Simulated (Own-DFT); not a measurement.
Simulation results for Al$_{3}$GaN$_{4}$ (wurtzite random alloy, strained, atoms displaced)

Computed with Own-DFT development build. A calculation, not a measurement: plane-wave PBE density functional theory by an unreviewed code, no spin, of a simulated periodic cell, stress positive in tension, free energy of the whole cell less one offset for each atom, forces on such cells passed a denser k mesh, this cell's mesh not checked; offsets are fitted by least squares, one for each functional and potential file, so energies compare only between cells with the same atoms and settings and are not formation energies; the far tail of each file's local potential was reset to the Coulomb form; each entry is a single point on an unrelaxed cell, so the pressure reflects the starting lattice, mostly measured values, from which strain is counted, and rises with the displacements; printed positions are rounded, which can move forces by about a meV/angstrom; the program is a retired in-house code; no spin-orbit coupling.

Common to all runs: functional PBE; potential files PseudoDojo norm-conserving, scalar-relativistic, standard set; wave cutoff 42 hartree; occupations Fermi-Dirac; smearing width 0.1 eV; k mesh 4 x 4 x 3 centred on Gamma.

(1) 
```cif
# cell vector a (Å): 9.3703 0.0000 0.0000
# cell vector b (Å): -4.6851 8.1149 0.0000
# cell vector c (Å): 0.0000 0.0000 10.0655
data_Al3GaN4
_symmetry_space_group_name_H-M 'P 1'
_symmetry_Int_Tables_number 1
_cell_length_a 9.3703
_cell_length_b 9.3703
_cell_length_c 10.0655
_cell_angle_alpha 90.000
_cell_angle_beta 90.000
_cell_angle_gamma 120.000
_cell_volume 765.37
loop_
_atom_site_label
_atom_site_type_symbol
_atom_site_fract_x
_atom_site_fract_y
_atom_site_fract_z
_atom_site_occupancy
Al1 Al 0.11172 0.22652 0.99517 1
Al2 Al 0.23196 0.11481 0.25259 1
N1 N 0.10803 0.21834 0.19164 1
N2 N 0.22985 0.11389 0.45312 1
Al3 Al 0.11634 0.21531 0.49394 1
Al4 Al 0.21883 0.10276 0.74515 1
N3 N 0.10943 0.20489 0.69227 1
N4 N 0.22280 0.11867 0.94168 1
Ga1 Ga 0.11993 0.56391 0.99990 1
Al5 Al 0.23391 0.44806 0.25545 1
N5 N 0.11214 0.56015 0.19062 1
N6 N 0.22154 0.44072 0.43973 1
Ga2 Ga 0.10811 0.56221 0.49827 1
Al6 Al 0.22520 0.43727 0.75376 1
N7 N 0.11374 0.55742 0.68640 1
N8 N 0.21782 0.44056 0.94113 1
Ga3 Ga 0.10883 0.88913 0.00170 1
Al7 Al 0.22668 0.77120 0.25433 1
N9 N 0.10978 0.89590 0.19596 1
N10 N 0.21941 0.77950 0.44215 1
Al8 Al 0.12491 0.88885 0.50251 1
Al9 Al 0.21497 0.77731 0.75018 1
N11 N 0.11597 0.89497 0.70174 1
N12 N 0.22192 0.77594 0.93827 1
Al10 Al 0.44581 0.22782 0.01267 1
Ga4 Ga 0.56774 0.12012 0.25425 1
N13 N 0.44461 0.22126 0.19301 1
N14 N 0.55590 0.11985 0.43616 1
Al11 Al 0.44762 0.22269 0.50071 1
Ga5 Ga 0.55779 0.11524 0.74675 1
N15 N 0.45527 0.23426 0.68661 1
N16 N 0.55706 0.10786 0.93882 1
Al12 Al 0.45117 0.57129 0.99819 1
Al13 Al 0.56731 0.45260 0.25016 1
N17 N 0.44141 0.55163 0.18821 1
N18 N 0.55279 0.45102 0.44367 1
Ga6 Ga 0.44490 0.55705 0.49861 1
Al14 Al 0.55138 0.45318 0.75423 1
N19 N 0.43624 0.55043 0.69153 1
N20 N 0.55667 0.44611 0.93682 1
Al15 Al 0.43958 0.88373 0.00772 1
Al16 Al 0.55290 0.77651 0.24633 1
N21 N 0.44004 0.89925 0.18755 1
N22 N 0.56050 0.77504 0.44278 1
Al17 Al 0.44401 0.89598 0.50874 1
Ga7 Ga 0.55603 0.78579 0.74584 1
N23 N 0.44013 0.87714 0.69751 1
N24 N 0.55734 0.78818 0.94505 1
Al18 Al 0.76975 0.22127 0.00531 1
Al19 Al 0.89363 0.11276 0.25857 1
N25 N 0.76351 0.20974 0.19434 1
N26 N 0.88890 0.11048 0.44007 1
Al20 Al 0.77540 0.22054 0.50166 1
Al21 Al 0.89196 0.11671 0.75344 1
N27 N 0.77387 0.21403 0.68928 1
N28 N 0.89439 0.10898 0.94173 1
Al22 Al 0.77927 0.55744 0.99674 1
Al23 Al 0.88722 0.43537 0.24550 1
N29 N 0.76710 0.55749 0.19100 1
N30 N 0.88568 0.43773 0.44094 1
Al24 Al 0.78533 0.56428 0.50234 1
Al25 Al 0.89140 0.43642 0.75224 1
N31 N 0.76774 0.55189 0.68482 1
N32 N 0.88253 0.43478 0.93906 1
Ga8 Ga 0.77542 0.89060 0.99680 1
Ga9 Ga 0.89315 0.78414 0.24927 1
N33 N 0.78546 0.88892 0.18300 1
N34 N 0.89129 0.77252 0.43476 1
Al26 Al 0.77396 0.87891 0.49702 1
Al27 Al 0.88490 0.77514 0.74458 1
N35 N 0.77579 0.88128 0.69782 1
N36 N 0.89348 0.77602 0.94089 1
_calc_free_energy_of_cell_above_offsets '-16.217'  # eV
_calc_pressure 7.89  # GPa
_calc_stress_xx -9.41  # GPa
_calc_stress_yy -7.47  # GPa
_calc_stress_zz -6.78  # GPa
_calc_stress_yz 1.21  # GPa
_calc_stress_xz 0.83  # GPa
_calc_stress_xy -1.26  # GPa
```

Force:
```csv
element,x (eV/Å),y (eV/Å),z (eV/Å)
Al,0.378,-1.042,1.479
Al,-1.449,-0.373,0.216
N,0.605,1.138,0.359
N,0.435,-1.32,-1.929
Al,-1.718,0.932,1.467
Al,1.407,2.839,1.922
N,-1.585,2.19,-0.937
N,1.175,0.086,-0.465
Ga,-0.981,-1.747,0.091
Al,-1.679,-1.421,-0.887
N,0.438,-1.185,1.111
N,-0.62,-0.306,-0.145
Ga,1.07,-2.058,0.236
Al,-1.216,-0.258,-0.797
N,-0.236,-0.756,1.812
N,1.332,1.151,-0.529
Ga,0.572,1.157,0.414
Al,-1.83,1.719,-0.515
N,2.802,-0.162,0.112
N,2.268,0.975,-0.726
Al,-3.164,0.909,0.512
Al,1.256,-0.665,0.732
N,-0.253,-2.706,-2.524
N,0.513,1.373,-0.429
Al,-0.05,-0.671,-2.699
Ga,-4.124,-2.319,0.216
N,-0.065,1.58,0.575
N,0.826,-1.479,2.792
Al,-0.282,2.036,0.452
Ga,-1.037,-0.614,1.367
N,-1.378,-1.013,0.231
N,-1.129,0.081,1.461
Al,0.289,-2.184,0.016
Al,-2.731,-1.606,1.31
N,0.656,1.258,-0.219
N,2.696,-1.333,-1.473
Ga,-0.79,-0.54,1.074
Al,1.123,-1.095,-0.933
N,0.224,0.578,0.567
N,-0.502,0.572,1.32
Al,-0.527,1.654,-1.754
Al,0.663,0.686,0.157
N,1.272,-2.176,1.331
N,-2.024,2.015,-1.274
Al,0.984,-0.65,-0.945
Ga,1.744,-2.339,1.57
N,-3.452,2.18,-2.323
N,-1,-1.383,-0.422
Al,1.3,-0.998,-0.742
Al,-0.143,-0.769,-1.861
N,5.273,3.175,-1.931
N,0.08,-0.663,0.968
Al,0.574,0.03,-0.091
Al,0.62,-1.505,-0.108
N,1.577,1.262,-0.62
N,-1.621,1.915,-0.597
Al,-0.177,-0.345,0.319
Al,-0.805,1.171,0.658
N,3.7,-0.357,-1.55
N,-1.044,0.295,-0.949
Al,-0.736,-2.068,-0.713
Al,-1.138,0.759,-0.726
N,1.594,0.542,1.221
N,-0.142,0.845,0.408
Ga,1.606,-0.043,0.057
Ga,0.04,-0.975,-0.307
N,-2.842,0.909,2.091
N,0.349,1.555,2.524
Al,0.996,1.236,0.886
Al,0.928,-0.497,1.382
N,0.269,1.848,-1.881
N,-1.162,-1.031,-1.414
```

(2) 
```cif
# cell vector a (Å): 9.3703 0.0000 0.0000
# cell vector b (Å): -4.6851 8.1149 0.0000
# cell vector c (Å): 0.0000 0.0000 10.0655
data_Al3GaN4
_symmetry_space_group_name_H-M 'P 1'
_symmetry_Int_Tables_number 1
_cell_length_a 9.3703
_cell_length_b 9.3703
_cell_length_c 10.0655
_cell_angle_alpha 90.000
_cell_angle_beta 90.000
_cell_angle_gamma 120.000
_cell_volume 765.37
loop_
_atom_site_label
_atom_site_type_symbol
_atom_site_fract_x
_atom_site_fract_y
_atom_site_fract_z
_atom_site_occupancy
Al1 Al 0.11278 0.21758 0.99810 1
Al2 Al 0.22395 0.11092 0.25384 1
N1 N 0.10531 0.21655 0.18550 1
N2 N 0.22272 0.11044 0.44312 1
Al3 Al 0.10823 0.21362 0.49721 1
Al4 Al 0.21319 0.11337 0.75241 1
N3 N 0.11346 0.21337 0.69328 1
N4 N 0.21380 0.10468 0.95346 1
Ga1 Ga 0.10130 0.54577 0.00491 1
Al5 Al 0.22169 0.45091 0.24218 1
N5 N 0.11247 0.55079 0.19354 1
N6 N 0.21500 0.43547 0.44422 1
Al6 Al 0.11521 0.55737 0.50024 1
Al7 Al 0.22412 0.44893 0.75577 1
N7 N 0.11299 0.55944 0.68744 1
N8 N 0.21868 0.44550 0.94081 1
Al8 Al 0.11156 0.88715 0.99709 1
Al9 Al 0.22817 0.78745 0.25291 1
N9 N 0.10452 0.89068 0.19305 1
N10 N 0.23548 0.77978 0.43650 1
Ga2 Ga 0.10675 0.88419 0.49544 1
Al10 Al 0.23841 0.78155 0.75017 1
N11 N 0.11443 0.89714 0.68787 1
N12 N 0.20750 0.76468 0.93745 1
Ga3 Ga 0.44976 0.22477 0.99525 1
Al11 Al 0.56402 0.10131 0.24197 1
N13 N 0.45155 0.22127 0.19559 1
N14 N 0.55638 0.11821 0.44838 1
Al12 Al 0.44153 0.21030 0.50065 1
Al13 Al 0.55321 0.11606 0.74958 1
N15 N 0.44810 0.22561 0.69367 1
N16 N 0.56009 0.12036 0.94102 1
Al14 Al 0.43814 0.54977 0.00862 1
Al15 Al 0.54526 0.43897 0.25361 1
N17 N 0.44267 0.56029 0.19145 1
N18 N 0.55358 0.43185 0.43467 1
Ga4 Ga 0.43594 0.55439 0.50819 1
Al16 Al 0.56266 0.45050 0.75115 1
N19 N 0.44455 0.56115 0.68319 1
N20 N 0.55992 0.44576 0.94228 1
Al17 Al 0.43653 0.88631 0.99654 1
Al18 Al 0.54928 0.77348 0.24643 1
N21 N 0.45050 0.89815 0.19126 1
N22 N 0.55397 0.77349 0.43459 1
Ga5 Ga 0.44165 0.89088 0.50348 1
Ga6 Ga 0.55985 0.77863 0.75305 1
N23 N 0.44138 0.89837 0.68922 1
N24 N 0.55336 0.78501 0.94139 1
Ga7 Ga 0.78205 0.21831 0.99855 1
Al19 Al 0.88578 0.11163 0.25630 1
N25 N 0.77761 0.21976 0.19965 1
N26 N 0.88734 0.11430 0.43986 1
Al20 Al 0.78877 0.23924 0.50037 1
Al21 Al 0.88489 0.10583 0.75729 1
N27 N 0.78111 0.22879 0.68483 1
N28 N 0.89549 0.11590 0.94013 1
Ga8 Ga 0.78061 0.55716 0.99831 1
Al22 Al 0.88302 0.44203 0.24986 1
N29 N 0.77740 0.56161 0.19489 1
N30 N 0.88704 0.44659 0.43450 1
Al23 Al 0.77509 0.54798 0.50889 1
Al24 Al 0.88633 0.43971 0.75148 1
N31 N 0.77503 0.54464 0.69622 1
N32 N 0.87723 0.42559 0.93613 1
Ga9 Ga 0.77751 0.88374 0.99839 1
Al25 Al 0.89788 0.78087 0.24552 1
N33 N 0.78091 0.89634 0.18761 1
N34 N 0.88271 0.77821 0.43033 1
Al26 Al 0.77006 0.87882 0.49666 1
Al27 Al 0.89101 0.77825 0.74982 1
N35 N 0.77779 0.88858 0.68489 1
N36 N 0.88905 0.78101 0.94031 1
_calc_free_energy_of_cell_above_offsets '-17.309'  # eV
_calc_pressure 7.48  # GPa
_calc_stress_xx -7.57  # GPa
_calc_stress_yy -7.53  # GPa
_calc_stress_zz -7.34  # GPa
_calc_stress_yz -0.44  # GPa
_calc_stress_xz 0.31  # GPa
_calc_stress_xy 0.49  # GPa
```

Force:
```csv
element,x (eV/Å),y (eV/Å),z (eV/Å)
Al,-0.992,0.734,1.06
Al,-0.159,0.65,-0.746
N,0.521,1.135,0.914
N,0.087,0.167,-0.897
Al,-0.53,0.474,0.807
Al,3.267,-0.894,0.718
N,-2.978,2.232,-0.537
N,1.08,0.253,-2.465
Ga,-0.444,0.091,-0.303
Al,1.088,-2.518,1.954
N,-2.112,1.724,0.386
N,-0.618,0.255,-1.275
Al,-0.338,-0.461,-0.559
Al,-0.159,-0.893,-1.405
N,0.139,-0.146,0.661
N,1.802,-0.847,-0.006
Al,-0.464,-0.366,0.998
Al,-0.283,-0.757,-0.842
N,2.892,0.268,-0.998
N,-2.554,-1.75,-0.4
Ga,0.04,-0.008,0.408
Al,-3.448,-1.004,-0.041
N,0.408,-1.472,1.271
N,0.998,1.955,0.125
Ga,-1.293,-0.269,1.82
Al,-2.215,3.055,2.587
N,-0.653,-0.519,-0.372
N,2.225,-0.747,-1.763
Al,-1.212,1.881,0.539
Al,1.02,0.485,-0.197
N,-1.414,0.22,0.113
N,0.565,-2.993,-1.179
Al,0.482,0.778,-1.467
Al,1.304,0.557,-0.344
N,0.217,-1.152,-0.271
N,-0.295,0.849,1.94
Ga,1.199,-0.751,-3.777
Al,-1.441,-1.252,-0.029
N,0.503,-1.216,4.398
N,-2.2,1.21,-1.018
Al,-0.045,0.837,0.515
Al,1.168,1.551,0.539
N,-0.571,-3.239,-1.576
N,-0.191,0.506,0.037
Ga,2.282,1.223,-0.64
Ga,-0.902,0.532,-0.549
N,1.818,0.099,1.419
N,-0.318,-1.697,0.66
Ga,-0.663,-1.24,1.87
Al,1.04,-0.106,-0.751
N,0.623,0.909,-1.131
N,0.179,-0.732,0.795
Al,-0.411,-2.55,-0.303
Al,0.145,1.003,-2.032
N,0.366,-1.217,1.254
N,0.642,-1.019,-0.738
Ga,0.378,-0.395,1.154
Al,-0.082,0.5,-0.032
N,0.234,-0.995,-0.576
N,0.799,1.461,1.056
Al,-0.861,0.453,-2.064
Al,1.045,0.327,-0.288
N,0.057,2.172,-0.597
N,0.146,3.128,-0.318
Ga,-0.951,1.367,1.062
Al,-2.836,-0.602,0.518
N,-0.271,-1.202,1.134
N,0.422,-1.244,1.529
Al,-0.131,1.542,-0.418
Al,0.362,0.046,-0.419
N,0.868,0.027,0.523
N,1.624,-0.407,-1.439
```

(3) 
```cif
# cell vector a (Å): 9.3703 0.0000 0.0000
# cell vector b (Å): -4.6851 8.1149 0.0000
# cell vector c (Å): 0.0000 0.0000 10.0655
data_Al3GaN4
_symmetry_space_group_name_H-M 'P 1'
_symmetry_Int_Tables_number 1
_cell_length_a 9.3703
_cell_length_b 9.3703
_cell_length_c 10.0655
_cell_angle_alpha 90.000
_cell_angle_beta 90.000
_cell_angle_gamma 120.000
_cell_volume 765.37
loop_
_atom_site_label
_atom_site_type_symbol
_atom_site_fract_x
_atom_site_fract_y
_atom_site_fract_z
_atom_site_occupancy
Al1 Al 0.10842 0.22252 0.00307 1
Ga1 Ga 0.23178 0.10663 0.24905 1
N1 N 0.10654 0.22064 0.18521 1
N2 N 0.22358 0.10252 0.43929 1
Al2 Al 0.10424 0.22745 0.49956 1
Al3 Al 0.21274 0.10637 0.75010 1
N3 N 0.11646 0.22194 0.69233 1
N4 N 0.21446 0.10565 0.94002 1
Al4 Al 0.11440 0.55614 0.00502 1
Al5 Al 0.22081 0.44490 0.24556 1
N5 N 0.10954 0.55694 0.19020 1
N6 N 0.21195 0.44241 0.43885 1
Al6 Al 0.10255 0.55044 0.50037 1
Al7 Al 0.22551 0.44942 0.76101 1
N7 N 0.11522 0.55507 0.68779 1
N8 N 0.22182 0.43834 0.93689 1
Al8 Al 0.11995 0.89893 0.99550 1
Al9 Al 0.22753 0.77870 0.25080 1
N9 N 0.10381 0.87922 0.18461 1
N10 N 0.21324 0.77146 0.44056 1
Al10 Al 0.10987 0.88671 0.51097 1
Ga2 Ga 0.22677 0.78336 0.75275 1
N11 N 0.10289 0.89204 0.68555 1
N12 N 0.22844 0.77715 0.94487 1
Ga3 Ga 0.43920 0.21947 0.00382 1
Al11 Al 0.54963 0.10582 0.25601 1
N13 N 0.44913 0.22592 0.18997 1
N14 N 0.55377 0.11072 0.43636 1
Al12 Al 0.44181 0.22375 0.50423 1
Ga4 Ga 0.56166 0.11412 0.74901 1
N15 N 0.42941 0.21359 0.69661 1
N16 N 0.55230 0.10537 0.93668 1
Al13 Al 0.43427 0.54401 0.99590 1
Al14 Al 0.56172 0.44456 0.25588 1
N17 N 0.44428 0.55596 0.19956 1
N18 N 0.54269 0.43501 0.44127 1
Al15 Al 0.44885 0.57240 0.49803 1
Al16 Al 0.55598 0.45048 0.74966 1
N19 N 0.43524 0.55422 0.69942 1
N20 N 0.54613 0.44116 0.94664 1
Al17 Al 0.44380 0.89136 0.00320 1
Al18 Al 0.56267 0.77932 0.24379 1
N21 N 0.44438 0.89147 0.18795 1
N22 N 0.55410 0.77748 0.43966 1
Al19 Al 0.45852 0.89702 0.49763 1
Al20 Al 0.55022 0.78114 0.74284 1
N23 N 0.44444 0.89401 0.69436 1
N24 N 0.55854 0.77269 0.94269 1
Ga5 Ga 0.78014 0.22140 0.99117 1
Al21 Al 0.88583 0.11184 0.24628 1
N25 N 0.78275 0.22790 0.18737 1
N26 N 0.89612 0.10365 0.44428 1
Ga6 Ga 0.78539 0.23076 0.49488 1
Ga7 Ga 0.89108 0.09662 0.75307 1
N27 N 0.77702 0.22231 0.68967 1
N28 N 0.88536 0.11545 0.94699 1
Al22 Al 0.77973 0.55677 0.00024 1
Al23 Al 0.88197 0.44333 0.25329 1
N29 N 0.77468 0.54762 0.18654 1
N30 N 0.88221 0.44031 0.44704 1
Ga8 Ga 0.76808 0.55707 0.49750 1
Al24 Al 0.89591 0.45543 0.74766 1
N31 N 0.77802 0.55300 0.69681 1
N32 N 0.88920 0.44443 0.93938 1
Al25 Al 0.77432 0.88573 0.00721 1
Ga9 Ga 0.89275 0.77916 0.24695 1
N33 N 0.77622 0.88430 0.19497 1
N34 N 0.89071 0.77390 0.44156 1
Al26 Al 0.77648 0.89454 0.49965 1
Al27 Al 0.90035 0.77849 0.75050 1
N35 N 0.77238 0.89095 0.69889 1
N36 N 0.89036 0.79242 0.93828 1
_calc_free_energy_of_cell_above_offsets '-17.581'  # eV
_calc_pressure 7.33  # GPa
_calc_stress_xx -6.74  # GPa
_calc_stress_yy -9.19  # GPa
_calc_stress_zz -6.06  # GPa
_calc_stress_yz 1.13  # GPa
_calc_stress_xz 0.64  # GPa
_calc_stress_xy -1.29  # GPa
```

Force:
```csv
element,x (eV/Å),y (eV/Å),z (eV/Å)
Al,-0.024,-0.746,-0.688
Ga,-2.074,-0.24,0.447
N,0.35,0.339,0.959
N,-0.934,0.779,1.116
Al,2.776,-0.294,0.68
Al,0.74,0.732,0.446
N,-0.815,0.994,-0.555
N,-0.476,1.267,-0.593
Al,-0.642,-0.381,-0.608
Al,-0.115,-0.41,0.953
N,0.085,-0.21,0.331
N,0.901,0.634,-0.194
Al,0.75,0.942,-0.116
Al,-0.923,-1.419,-2.529
N,-0.506,-0.055,0.482
N,-1.25,0.322,2.099
Al,-0.693,-2.485,1.004
Al,-1.164,-0.542,0.299
N,2.367,1.039,-0.666
N,1.119,0.794,0.256
Al,0.366,0.051,-3.358
Ga,-0.529,-0.726,-0.241
N,1.391,0.03,1.834
N,-1.187,0.03,0.078
Ga,0.721,-0.138,-1.185
Al,0.838,1.19,-1.797
N,1.099,0.043,1.129
N,-0.213,0.276,0.913
Al,-0.283,-1.426,0.566
Ga,-1.213,0.647,0.19
N,0.899,1.764,-1.123
N,-0.351,-0.002,1.189
Al,0.731,2.045,1.337
Al,-1.382,-0.081,-1.051
N,0.318,-0.339,-1.1
N,-0.433,1.441,0.203
Al,-0.872,-3.878,0.775
Al,-0.305,-1.374,0.926
N,1.458,1.216,-1.932
N,1.633,0.951,-1.38
Al,1.516,-0.425,-0.789
Al,-1.663,-0.731,0.477
N,0.63,-0.239,0.88
N,0.732,1.786,-0.579
Al,-2.505,-0.95,0.703
Al,0.819,-0.538,2.265
N,0.94,-0.787,-2.277
N,-1.448,0.122,-0.002
Ga,-2.26,0.825,1.352
Al,0.738,0.064,0.414
N,-0.858,-1.027,1.51
N,-1.752,0.701,-1.865
Ga,-0.056,-3.106,1.556
Ga,-1.008,3.607,0.739
N,1.423,1.378,-0.05
N,3.039,-2.195,-0.418
Al,-0.628,0.117,-0.678
Al,1.32,0.075,-0.365
N,-0.34,0.425,0.533
N,0.166,2.634,-2.14
Ga,0.654,-0.643,1.08
Al,0.614,-2.016,0.548
N,-0.883,0.928,-0.286
N,0.22,1.907,-0.582
Al,-0.357,0.672,-1.028
Ga,-0.165,-1.028,0.957
N,-0.512,1.468,-0.651
N,-1.092,1.576,0.452
Al,1.208,-1.485,0.86
Al,-3.218,-0.733,0.781
N,0.857,-3.539,-2.713
N,1.714,-1.623,0.219
```
